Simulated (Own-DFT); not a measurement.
Si₁₂O₂₃ (quartz with two neutral oxygen vacancies, atoms displaced) (calculated)

All values are calculated (Own-DFT development build). A calculation, not a measurement: plane-wave PBE and HSE06 DFT by an unreviewed code, no spin, of a simulated cell at Gamma alone, so results move with cell size and shape, stress positive in tension, energies less offsets, not probed for a lower state with spin; oxygen file: force components 24 meV/angstrom off all-electron in a glass; k mesh not checked against a denser one; forces and stress are PBE's, HSE06 gives the energy alone, and its difference from PBE has offsets of its own; offsets are fitted by least squares, one for each functional and potential file, so energies compare only between cells with the same atoms and settings and are not formation energies; the far tail of each file's local potential was reset to the Coulomb form; each entry is a single point on an unrelaxed cell, so the pressure reflects the starting lattice, mostly measured values (interpolated for alloys), from which strain is counted, and rises with the displacements; printed positions are rounded, which can move forces by about a meV/angstrom; the program, named Own-DFT, is a retired in-house code; no spin-orbit coupling.

```xyz
70
Lattice="9.8268 0.0000 0.0000 -4.9134 8.5103 0.0000 0.0000 0.0000 10.8104" Properties=species:S:1:pos:R:3:force_x:R:1:force_y:R:1:force_z:R:1 formula=Si12O23 first_functional=PBE second_functional=HSE06 exact_exchange_share=0.25 screening=0.11 exchange_divergence=Gygi-Baldereschi potential_files=PseudoDojo_norm-conserving,scalar-relativistic,made_for_PBE,standard_set wave_cutoff=48 occupations=fixed k_mesh=1_x_1_x_1_centred_on_Gamma PBE_energy_of_cell_above_offsets=-14.413 HSE06_less_PBE_above_offsets=0.057 PBE_pressure=10.87 PBE_stress_xx=-11.81 PBE_stress_yy=-11.02 PBE_stress_zz=-9.79 PBE_stress_yz=-1.68 PBE_stress_xz=2.21 PBE_stress_xy=2.49
Si    -2.6857     8.4805    10.7496      4.109      1.303     -0.351
Si    -1.0681     2.0514     3.5626     -3.492     -4.188     -0.514
Si     1.2847     2.2934     1.7973       5.16     -2.533     -0.774
O      1.4244     1.1135     0.6344     -1.429      1.503      0.993
O      2.7755     2.4259     2.5545     -3.022      1.357     -3.287
O      3.2211     0.5686     4.2393      1.392      1.634     -0.664
O     -1.0795     3.1384     4.6879     -1.495     -0.408      0.184
O      0.3188     1.7465     2.8675     -1.632     -0.861      2.171
O      0.8279     3.5910     1.0967     -0.152      1.674      0.199
Si    -2.5909     8.5086     5.4677     -0.617      0.903     -5.366
Si     8.6109     1.9727     8.9571      1.896     -0.806      0.873
Si     1.2740     2.2086     7.2605       0.92     -0.361     -3.532
O      1.3887     1.1270     5.9781      -2.07      2.581      2.447
O      2.7006     2.5451     7.7933       3.31      -0.23      2.154
O      3.2786     0.6682     9.6071     -1.864      -1.77      1.047
O     -1.1849     3.0201    10.1117      1.623      3.458      2.816
O      0.2663     1.7259     8.3319     -1.664     -0.862      1.295
O      0.8176     3.6061     6.5871     -1.898      1.057     -1.362
Si    -0.1706     4.2378     0.0389      1.451     -1.775     -5.497
Si    -3.5340     6.2645     3.5359     -4.879      3.922      2.437
Si    -1.1470     6.6076     1.7584      0.867     -4.108      0.096
O     -1.1275     5.3181     0.5179     -2.762      4.519      3.585
O      0.3217     6.7157     2.3709      0.654     -0.353      1.235
O      0.8223     4.8784     4.2186     -2.443     -3.508      2.902
O     -3.4421     7.3872     4.7250     -1.475     -1.711     -0.503
O     -2.2062     6.0786     2.9037      6.022     -1.092     -3.191
O     -1.6001     7.9304     1.1193      -2.01      2.029     -2.385
Si    -0.2127     4.1606     5.4240      3.649      4.748      1.742
Si    -3.5704     6.2666     9.0520      -2.85     -2.531      -5.78
Si    -1.2287     6.4405     7.2287      3.066      3.735      0.148
O     -1.1673     5.4043     6.0673      0.994     -3.564     -2.485
O      0.3319     6.7220     7.8393     -2.425     -0.069     -1.048
O     -3.5705     7.3186    10.0876      0.388      5.326      4.667
O     -2.1908     5.9614     8.3822      0.634     -0.644      0.196
O     -1.6886     7.8629     6.4783      3.364     -3.272      5.324
Si     2.3597     8.4609    10.7634     -1.955     -2.407      0.568
Si     3.8085     2.0581     3.6559     -0.608     -7.617     -2.729
Si     6.2252     2.2489     1.8458     -1.526     -0.577     -3.905
O      6.2824     1.0924     0.5998      0.163      0.647      1.282
O      7.6645     2.4887     2.4147      2.494      0.562      1.089
O      8.1038     0.6565     4.3183      3.579      3.064      -3.58
O      3.8187     2.9980     4.7857      2.397      7.542      6.471
O      5.2681     1.7730     3.0233     -0.051     -0.011      0.253
O      5.6708     3.5804     1.0192      1.274     -0.855       2.25
Si     7.2149     0.0187     5.4061       3.66      -4.56      0.068
Si     3.8299     2.0590     8.9835     -5.781     -0.728      0.063
Si     6.2400     2.2709     7.2430     -2.296     -6.343     -0.655
O      6.3666     1.0493     6.0245     -4.617      6.891      5.314
O      7.5864     2.5416     7.9053      2.178      0.783      -0.29
O      8.2237     0.6197     9.6731      0.631     -0.806     -1.026
O      3.8718     3.0884    10.1542     -0.129       2.72        1.2
O      5.1935     1.7403     8.4265      5.072     -0.311     -3.332
O      5.7079     3.5218     6.5812     -1.373      4.285      -2.39
Si     4.7431     4.3429    10.7883     -1.671     -3.765      1.352
Si     1.3039     6.2323     3.6803      0.993      2.852     -3.831
Si     3.7528     6.4767     1.7879      1.523      0.895       2.38
O      3.8113     5.3998     0.6750     -0.675     -1.415     -1.422
O      5.2075     6.8057     2.4618     -0.023     -0.443     -0.449
O      5.7360     4.9376     4.1723     -1.236     -3.114      2.224
O      1.3963     7.4598     4.6914     -1.322     -1.631     -0.126
O      2.7459     6.0511     2.9134     -1.434     -1.054      2.051
O      3.3216     7.8251     1.1736     -1.385      3.449     -2.127
Si     4.8819     4.2848     5.4078     -3.692     -0.221     -0.437
Si     1.3776     6.2216     8.9838     -4.408      0.921      5.074
Si     3.8239     6.5383     7.1977     -4.865     -0.609       0.86
O      3.8099     5.4081     6.1391      2.046     -4.389     -3.903
O      5.1774     6.7394     7.7965      6.348      0.244      3.818
O      5.6506     5.0161     9.7603      1.332     -0.545      -2.29
O      2.7052     5.9712     8.3208      5.146     -0.761     -2.287
O      3.2600     7.8530     6.5841      -1.11      2.205     -1.306
```

Units: screening in 1/bohr; wave_cutoff in hartree; PBE_energy_of_cell_above_offsets, HSE06_less_PBE_above_offsets in eV; PBE_pressure, PBE_stress_xx, PBE_stress_yy, PBE_stress_zz, PBE_stress_yz, PBE_stress_xz, PBE_stress_xy in GPa; force_x, force_y, force_z in eV/Å.
